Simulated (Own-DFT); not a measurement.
# How strain changes the stress of wurtzite AlN, 128 atoms (Al64N64)

Calculated results; nothing here was measured. They come from Own-DFT, an in-house plane-wave density functional program, since retired, whose code no person has reviewed. Each row is one single-point run on a periodic cell that was not relaxed, without spin or spin-orbit coupling.

Settings of every run: PBE; PseudoDojo norm-conserving scalar-relativistic files; cutoff 42 hartree; 2 x 2 x 2 k mesh centred on Gamma; Fermi-Dirac smearing of 0.1 eV.

Known limits: forces on such cells passed a denser k mesh, each cell not checked; stress not checked against mesh or cutoff.

Unstrained cell vectors in Å: (12.448, 0.000, 0.000); (-6.224, 10.780, 0.000); (0.000, 0.000, 9.964). The unstrained cell has measured lattice constants (interpolated for alloys), not those of this functional. That, the random moves and any unrelaxed bonds set the pressure at no strain. Each run strains this cell uniformly, with the atoms carried along. Every atom was also moved at random, by a Gaussian of width 0.05 Å on each axis. Strain is the symmetric tensor, in per cent. Stress is positive in tension, and the pressure is minus a third of its trace.

```
run  e_xx (%)  e_yy (%)  e_zz (%)  e_yz (%)  e_xz (%)  e_xy (%)  s_xx (GPa)  s_yy (GPa)  s_zz (GPa)  s_yz (GPa)  s_xz (GPa)  s_xy (GPa)  P (GPa)  E (meV/atom)
  1     -1.31      1.40      1.51      0.22     -0.28     -1.56       -9.57        0.39        0.22        0.00        0.25       -5.18     2.99          19.1
  2     -1.63     -0.75     -0.76      0.66      1.53      1.51      -14.25      -10.86      -13.84        1.75        3.56        6.47    12.98          32.2
  3      1.17      0.47      1.05      0.47      0.65      0.89        0.68       -0.20       -0.68        1.42        1.47        1.38     0.07           0.0
  4     -0.20      0.40      0.08      0.89     -0.90     -0.11       -6.41       -4.60       -5.18        1.55       -2.03       -1.59     5.40          19.5
  5     -1.56     -1.84      0.76     -1.56      0.64     -1.67      -15.25      -18.66       -3.37       -4.42        2.22       -6.09    12.43          44.0
  6     -1.54      0.63      0.81     -1.13     -0.93     -0.38      -12.54       -3.91       -0.89       -2.85       -2.81       -2.47     5.78           4.1
  7     -1.32     -1.66     -1.07      0.59     -1.93     -0.92      -16.58      -17.42      -11.61        1.12       -6.45       -4.03    15.20          38.3
  8     -0.19      1.98     -1.62     -1.12     -1.70     -0.23       -4.55        1.66      -12.94       -2.54       -4.24       -0.54     5.28          16.8
  9      1.77     -1.98      0.92      1.64      0.92     -1.27       -1.07      -10.60       -0.86        4.07        2.93       -3.86     4.18          14.2
 10     -1.62     -0.09      0.50     -0.64     -1.46      1.32      -13.31       -7.68       -5.12       -0.57       -3.37        5.08     8.70          23.9
 11      0.92      1.62     -1.04     -1.21      1.97      0.09       -1.43        2.43       -8.36       -3.18        5.34        0.66     2.46           8.5
 12      0.33     -0.90     -1.49     -0.07      0.87      0.20       -7.19      -11.29      -10.69        0.08        2.11        0.63     9.72          16.0
 13     -1.78     -1.60     -0.11     -1.10      0.56     -0.25      -15.12      -17.10       -8.86       -2.23        1.46       -1.41    13.69          31.4
 14     -0.27      1.68     -0.07     -0.75      0.97      0.21       -6.14        2.97       -6.67       -2.15        2.92        1.67     3.28          13.1
 15      0.12     -0.36     -1.43     -0.88     -0.12     -0.43           ?           ?           ?           ?           ?           ?        ?             ?
```

E is the free energy for each atom above the lowest run shown.

## Worked fit

Each stress component was fitted by least squares to a constant and the strains of the runs shown, as fractions, with shears doubled. Shear strains stay in the fit of a normal stress only where such slopes are resolved. The slopes, in GPa:

```
stress  at no strain  per e_xx  per e_yy  per e_zz  scatter
  s_xx          -6.4  434 ± 21  134 ± 18   57 ± 24     0.88
  s_yy          -5.6  173 ± 25  498 ± 21  101 ± 30     1.08
  s_zz          -5.7   94 ± 35   28 ± 29  452 ± 40     1.47
```

Each shear stress against twice its own strain: yz 112 ± 7, xz 136 ± 8, xy 170 ± 16 GPa. These are stiffnesses along x, y and z of the frame in which the cell vectors are given, which need not be the crystal's axes. The atoms are held to the strained lattice; where symmetry lets them move under strain, relaxing them would lower some slopes. The table should be nearly symmetric about its diagonal, and what it lacks of that shows the noise. A ninth of its sum, 219 ± 5 GPa, estimates the bulk modulus near the mean pressure of these runs, 7.3 GPa, so it lies above the value at zero pressure.

## Withheld run

Question: what normal stresses and pressure should run 15 give?

The fit gives s_xx = -7.2, s_yy = -8.7, s_zz = -12.1 and P = 9.3 GPa. The calculation gave -6.93, -8.54, -11.63 and P = 9.04 GPa.
